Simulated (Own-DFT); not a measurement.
# Strain and stress in wurtzite AlGaN with randomly placed atoms, 96 atoms (Al36Ga12N48)

Calculated results; nothing here was measured. The program, named Own-DFT, is a retired in-house plane-wave density functional code that no person has reviewed. Each row is one single-point run on a periodic cell that was not relaxed, without spin or spin-orbit coupling.

Settings of every run: PBE; PseudoDojo norm-conserving scalar-relativistic files (stringent for Ga); cutoff 96 hartree; 3 x 4 x 3 k mesh centred on Gamma; Gaussian smearing of 0.01 eV.

Known limits: k mesh not checked against a denser one; stress not checked against mesh or cutoff.

Unstrained cell vectors in Å: (12.525, 0.000, 0.000); (-4.697, 8.135, 0.000); (0.000, 0.000, 10.066). The unstrained cell has measured lattice constants (interpolated for alloys), not those of this functional. That, the random moves and any unrelaxed bonds set the pressure at no strain. Each run strains this cell uniformly, with the atoms carried along. Every atom was also moved at random, by a Gaussian of width 0.05 Å on each axis. The random placing of the alloy's atoms differs from row to row. Strain is the symmetric tensor, in per cent. Stress is positive in tension, and the pressure is minus a third of its trace.

```
run,e_xx (%),e_yy (%),e_zz (%),s_xx (GPa),s_yy (GPa),s_zz (GPa),P (GPa),E (meV/atom)
1,2.50,2.50,0.00,6.76,6.15,-4.45,-2.82,17.4
2,-2.25,-2.25,0.00,-19.66,-22.97,-10.03,17.55,60.2
3,2.25,2.25,0.00,5.35,4.66,-4.51,-1.83,20.4
4,-0.75,-0.75,0.00,-11.41,-10.25,-6.24,9.30,4.7
5,2.00,2.00,0.00,4.66,4.24,-4.46,-1.48,0.0
6,1.25,1.25,0.00,0.86,0.39,-4.88,1.21,6.0
7,-1.00,-1.00,0.00,-11.86,-11.77,-9.44,11.02,20.1
8,3.00,3.00,0.00,8.57,8.99,-3.71,-4.62,15.9
9,1.75,1.75,0.00,?,?,?,?,?
```

E is the free energy for each atom above the lowest run shown.

## Worked fit

The change of volume is close to e_xx + e_yy + e_zz. A straight line through the runs shown gives P = 7.22 - 205 x (fractional change of volume) GPa, with an error of 8 on the slope and a scatter of 0.82 GPa. The strain isn't the same on all axes and the cell isn't cubic, so the slope belongs to this path and is not the bulk modulus.

## Withheld run

Question: what pressure should run 9 give? Its volume changes by 3.53 %.

The line gives 0.0 GPa. The calculation gave -0.70 GPa.
